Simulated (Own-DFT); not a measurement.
Simulation results for InGa3As4 (zincblende random alloy, atoms displaced)

Computed with Own-DFT development build. A calculation, not a measurement: plane-wave PBE density functional theory by an unreviewed code, no spin, of a simulated periodic cell, stress positive in tension, free energy of the whole cell less one offset for each atom, forces on such cells passed a denser k mesh, this cell's mesh not checked; offsets are fitted by least squares, one for each functional and potential file, so energies compare only between cells with the same atoms and settings and are not formation energies; the far tail of each file's local potential was reset to the Coulomb form; each entry is a single point on an unrelaxed cell, so the pressure reflects the starting lattice, mostly measured values, from which strain is counted, and rises with the displacements; printed positions are rounded, which can move forces by about a meV/angstrom; the program is a retired in-house code; no spin-orbit coupling.

Entry: InGa3As4 (zincblende random alloy, atoms displaced)

```
CELL_PARAMETERS angstrom
11.50910 0.00000 0.00000
0.00000 11.50910 0.00000
0.00000 0.00000 11.50910
ATOMIC_POSITIONS crystal
In 0.98466 0.99978 0.00024
Ga 0.00960 0.25146 0.24779
Ga 0.24461 0.00884 0.24866
Ga 0.24349 0.24368 0.00567
As 0.12919 0.13196 0.11578
As 0.14041 0.38617 0.37555
As 0.38624 0.13043 0.38112
As 0.38023 0.37094 0.13234
In 0.98969 0.00234 0.51140
In 0.01146 0.26198 0.74361
Ga 0.25127 0.01052 0.75194
In 0.24756 0.23859 0.50280
As 0.11433 0.12343 0.62769
As 0.13200 0.38300 0.87788
As 0.38020 0.13126 0.87065
As 0.37188 0.38668 0.62356
Ga 0.99722 0.50537 0.98539
In 0.00142 0.73888 0.24920
Ga 0.24675 0.51110 0.25509
Ga 0.23663 0.75220 0.99402
As 0.14025 0.62860 0.13049
As 0.13902 0.87554 0.38546
As 0.37059 0.62155 0.36548
As 0.37793 0.87265 0.12604
Ga 0.01476 0.51352 0.50187
Ga 0.98929 0.76090 0.74705
In 0.24382 0.50870 0.73793
Ga 0.24381 0.75465 0.50377
As 0.12136 0.62049 0.63951
As 0.11145 0.88028 0.88282
As 0.36831 0.61675 0.86522
As 0.38362 0.86951 0.62522
Ga 0.49725 0.00248 0.00127
Ga 0.50089 0.24184 0.24391
Ga 0.75773 0.98830 0.25013
Ga 0.75186 0.24805 0.01326
As 0.60826 0.12827 0.11831
As 0.63876 0.37051 0.35911
As 0.86550 0.13031 0.39146
As 0.86375 0.37370 0.13462
Ga 0.50404 0.99075 0.49432
Ga 0.49977 0.25626 0.74907
In 0.75265 0.99767 0.74850
In 0.73860 0.24872 0.48998
As 0.63005 0.12170 0.62450
As 0.62471 0.37754 0.87614
As 0.87805 0.12309 0.86197
As 0.86744 0.37461 0.64126
Ga 0.49509 0.50375 0.00321
Ga 0.51409 0.76841 0.25164
Ga 0.74748 0.51180 0.25422
Ga 0.75651 0.74224 0.00082
As 0.62618 0.62775 0.13153
As 0.62842 0.88050 0.36648
As 0.87799 0.62617 0.38250
As 0.88420 0.87251 0.12157
Ga 0.49625 0.50639 0.49828
Ga 0.49231 0.75227 0.74313
Ga 0.75325 0.50694 0.76592
Ga 0.76475 0.74542 0.51067
As 0.63647 0.62869 0.61959
As 0.62214 0.87340 0.86543
As 0.88142 0.62503 0.89109
As 0.86870 0.87863 0.63580
```

- functional: PBE
- potential files: PseudoDojo norm-conserving, scalar-relativistic, standard set
- wave cutoff: 42 hartree
- occupations: Fermi-Dirac
- smearing width: 0.1 eV
- k mesh: 3 x 3 x 3 centred on Gamma
- free energy of cell above offsets: -15.642 eV
- pressure: 6.16 GPa
- stress xx: -6.23 GPa
- stress yy: -6.31 GPa
- stress zz: -5.94 GPa
- stress yz: 0.97 GPa
- stress xz: -0.15 GPa
- stress xy: 1.05 GPa

Force:
```csv
element,x (eV/Å),y (eV/Å),z (eV/Å)
In,0.939,2.205,-0.225
Ga,-0.622,0.526,0.696
Ga,1.152,-0.342,0.292
Ga,2.106,1.909,-1.336
As,-1.285,-1.244,1.832
As,-1.845,-0.419,-0.1
As,0.196,-1.493,-1.214
As,-1.128,0.587,-0.44
In,0.642,-1.175,-1.651
In,-0.457,0.23,1.566
Ga,-0.027,-0.831,-0.018
In,0.351,1.053,0.215
As,2.229,-0.899,0.696
As,0.06,-0.534,1.481
As,-0.64,-0.119,0.561
As,1.737,-1.616,-0.636
Ga,1.614,-1.903,2.712
In,0.734,1.262,0.672
Ga,0.961,-1.446,-1.035
Ga,1.436,-0.012,-0.128
As,-0.802,-1.097,-1.929
As,-1.372,1.06,-1.17
As,1.329,1.907,1.342
As,-0.824,0.493,-0.431
Ga,-1.123,-1.522,-0.017
Ga,0.953,-1.127,1.16
In,1.839,-2.801,2.146
Ga,1.314,-1.399,0.713
As,-3.239,4.704,-3.05
As,1.936,-0.964,-2.091
As,1.571,2.272,2.072
As,-1.633,1.237,-0.758
Ga,-0.259,-0.887,-0.781
Ga,-0.051,1.099,0.928
Ga,-0.014,1.499,-0.549
Ga,-0.479,-0.236,-1.327
As,2.233,-1.017,0.201
As,-2.92,1.822,-0.696
As,2.49,-1.862,-4.118
As,1.511,0.713,-0.355
Ga,0.03,0.699,0.58
Ga,0.289,0.244,-0.528
In,-1.882,1.087,1.357
In,-0.272,1.745,2.964
As,-2.572,0.172,-0.131
As,0.089,-0.012,0.666
As,-0.398,2.217,1.579
As,-0.578,1.88,-1.964
Ga,0.161,-0.423,-0.146
Ga,-1.545,-1.766,-0.756
Ga,0.493,-0.397,0.004
Ga,-1.238,1.023,0.365
As,-0.346,0.452,-0.635
As,1.213,-0.363,1.986
As,-0.576,-0.927,0.508
As,-2.64,-1.357,1.603
Ga,0.764,-0.36,-0.662
Ga,1.232,-1.32,0.934
Ga,-0.257,-0.178,-0.575
Ga,-0.704,0.767,-0.851
As,-1.111,-0.562,0.963
As,-0.733,-1.045,1.893
As,-1.005,1.543,-2.507
As,0.972,-2.752,-1.878
```
